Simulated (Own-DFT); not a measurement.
# Response to strain: wurtzite AlN, 72 atoms (Al36N36)

The numbers are computed, not measured, by runs of the plane-wave DFT program Own-DFT (in-house, retired, unreviewed) at fixed positions, with no spin and no spin-orbit coupling.

Common settings: PBE; PseudoDojo norm-conserving scalar-relativistic files; cutoff 42 hartree; 3 x 3 x 2 k mesh centred on Gamma; Fermi-Dirac smearing of 0.1 eV.

Known weak points: forces on such cells moved up to 12 meV/angstrom on a denser k mesh; stress not checked against mesh or cutoff.

Unstrained cell vectors in Å: (9.336, 0.000, 0.000); (-4.668, 8.085, 0.000); (0.000, 0.000, 9.964). The unstrained cell has measured lattice constants (interpolated for alloys), not those of this functional. That, the random moves and any unrelaxed bonds set the pressure at no strain. Each run strains this cell uniformly, with the atoms carried along. Random moves of width 0.05 Å per axis were added to every atom. Strain is the symmetric tensor, in per cent. Stress is positive in tension, and the pressure is minus a third of its trace.

```
run,e_xx (%),e_yy (%),e_zz (%),e_yz (%),e_xz (%),e_xy (%),s_xx (GPa),s_yy (GPa),s_zz (GPa),s_yz (GPa),s_xz (GPa),s_xy (GPa),P (GPa),E (meV/atom)
1,1.22,-0.36,1.85,-1.00,-0.88,-0.81,0.60,-4.17,2.73,-2.46,-2.44,-2.35,0.28,8.9
2,0.90,-0.86,0.83,-0.12,0.89,-1.58,-1.43,-7.31,-3.22,0.28,2.27,-5.18,3.99,16.6
3,1.91,1.40,0.44,-1.22,1.35,-0.05,4.98,2.49,-0.33,-2.47,2.77,0.81,-2.38,0.0
4,0.32,1.13,-0.04,-0.75,0.80,1.60,-4.38,-0.10,-4.98,-2.04,2.29,5.67,3.15,32.7
5,-1.05,0.34,0.31,0.47,0.25,0.00,-10.01,-5.78,-4.98,0.41,1.93,1.07,6.92,39.9
6,0.64,1.85,1.77,-0.84,0.16,-1.46,1.12,3.95,3.19,-1.73,-0.05,-3.52,-2.75,14.6
7,0.01,-1.15,-0.54,1.85,1.07,0.67,-6.66,-10.91,-9.97,4.07,2.62,1.93,9.18,26.1
8,-1.03,-0.63,-1.72,-0.13,1.90,-0.86,-13.39,-11.78,-15.54,0.54,5.66,-4.09,13.57,48.9
9,-1.98,1.99,-1.66,-1.85,-0.36,-0.26,-14.82,0.27,-13.55,-4.73,-0.79,0.87,9.37,43.4
10,1.11,-1.31,-1.48,-1.82,1.16,1.47,-1.38,-11.56,-13.97,-4.59,2.72,5.40,8.97,22.6
11,-1.80,1.48,0.11,0.44,-0.71,1.64,-12.39,-2.16,-4.88,-0.14,-1.32,3.94,6.48,31.2
12,-1.82,1.47,-0.08,0.92,1.17,-0.35,-12.45,-1.01,-6.98,2.03,3.04,-1.13,6.81,27.0
13,0.90,1.88,-0.64,-0.06,-1.28,0.35,0.51,0.87,-5.29,0.06,-3.25,1.49,1.30,25.5
14,-0.49,-0.14,1.24,0.61,1.23,1.74,-8.59,-7.21,-0.10,0.69,1.80,6.64,5.30,48.9
15,1.37,0.63,1.82,0.17,-0.09,-1.67,2.81,-0.86,3.04,-0.15,0.18,-4.03,-1.67,21.7
16,0.79,1.48,-1.14,1.78,-1.96,-1.16,?,?,?,?,?,?,?,?
```

The last column gives the free energy per atom over the lowest of the runs shown.

## What the rows give

Regress every stress component on the fractional strains (shears doubled) of the visible runs, with a constant. Shear strains stay in the fit of a normal stress only where such slopes are resolved. The slopes, in GPa:

```
stress  at no strain  per e_xx  per e_yy  per e_zz  scatter
  s_xx          -5.7  493 ± 20  102 ± 20   58 ± 21     0.83
  s_yy          -6.0  102 ± 21  422 ± 21   78 ± 22     0.88
  s_zz          -6.3   82 ± 18  116 ± 18  446 ± 19     0.75
```

The slope of each shear stress on twice its own strain, from a fit on all six strains: yz 119 ± 6, xz 116 ± 10, xy 162 ± 12 GPa. These are stiffnesses along x, y and z of the frame in which the cell vectors are given, with the crystal's c axis along z: C11, C12, C13 and C33. Hexagonal symmetry asks that xx and yy behave alike, which is a second check on the noise. No internal relaxation is included, and where it is allowed it would reduce some of the slopes. The table should be nearly symmetric about its diagonal, and what it lacks of that shows the noise. A ninth of the table's sum, 211 ± 4 GPa, estimates the bulk modulus near the mean pressure of these runs, 4.6 GPa, so it lies above the value at zero pressure.

## Test on the hidden row

Question: what normal stresses and pressure should run 16 give?

The fitted form gives s_xx = -1.0, s_yy = 0.2, s_zz = -9.0 and P = 3.3 GPa. The run itself gave -0.64, -0.71, -9.66 and P = 3.67 GPa.
